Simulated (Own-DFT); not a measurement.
# Point defects and the pressure they add: C40 NbSi2

The numbers are computed, not measured, by runs of the plane-wave DFT program Own-DFT (in-house, retired, unreviewed) at fixed positions, with no spin and no spin-orbit coupling.

Common settings: PBE; PseudoDojo norm-conserving scalar-relativistic files; cutoff 42 hartree; 4 x 4 x 5 k mesh centred on Gamma; cold (Marzari-Vanderbilt) smearing of 0.2 eV.

Caveats: forces on such cells failed a check on a denser k mesh; stress not checked against mesh or cutoff.

All runs share one cell, with vectors in Å (0.000, 8.324, 0.000); (-9.613, 0.000, 0.000); (0.000, 0.000, 6.586) and a volume of 527.0 Å³. u is the rms random offset of the atoms per axis. The defect's site can differ from row to row.

```
                    cell   formula   u (Å)  P (GPa)
               no defect  Nb12Si24  0.0183     1.46
               no defect  Nb12Si24  0.0203     1.51
               no defect  Nb12Si24  0.0513     2.68
two Nb on a Si site each  Nb14Si22  0.0271     7.43
two Nb on a Si site each  Nb14Si22  0.0306     7.77
two Nb on a Si site each  Nb14Si22  0.0452     8.05
          one Si vacancy  Nb12Si23  0.0320     1.07
          one Si vacancy  Nb12Si23  0.0468     1.65
          one Si vacancy  Nb12Si23  0.0597     2.18
        two Nb vacancies  Nb10Si24  0.0292    -0.32
        two Nb vacancies  Nb10Si24  0.0306    -0.17
        two Nb vacancies  Nb10Si24  0.0519     0.78
        two Nb vacancies  Nb10Si24  0.0528        ?
two Si on a Nb site each  Nb10Si26  0.0288     1.53
two Si on a Nb site each  Nb10Si26  0.0341     1.83
two Si on a Nb site each  Nb10Si26  0.0503     2.48
```

## Analysis

P = P0 + c u² + a shift for each defect gives P0 = 1.32 GPa, c = 501 ± 30 GPa/Å² and a scatter of 0.10 GPa. The shifts, and each times the cell's volume:

- two Nb on a Si site each: 5.81 ± 0.08 GPa, 19.1 eV (9.6 eV for each of its 2 sites)
- two Si on a Nb site each: -0.12 ± 0.08 GPa, -0.4 eV (-0.2 eV for each of its 2 sites) (not resolved)
- one Si vacancy: -0.81 ± 0.09 GPa, -2.7 eV
- two Nb vacancies: -1.97 ± 0.08 GPa, -6.5 eV (-3.2 eV for each of its 2 sites)

Against the defect-free cell, a freed cell would be larger where the shift is positive and smaller where it is negative (160.2 GPa Å³ is 1 eV). The atoms around the defects weren't relaxed, which would change these numbers.

## Prediction

Q: what pressure belongs in the blank (two Nb vacancies, u = 0.0528 Å)?

From the fit: 0.74 ± 0.12 GPa. Computed: 0.60 GPa.
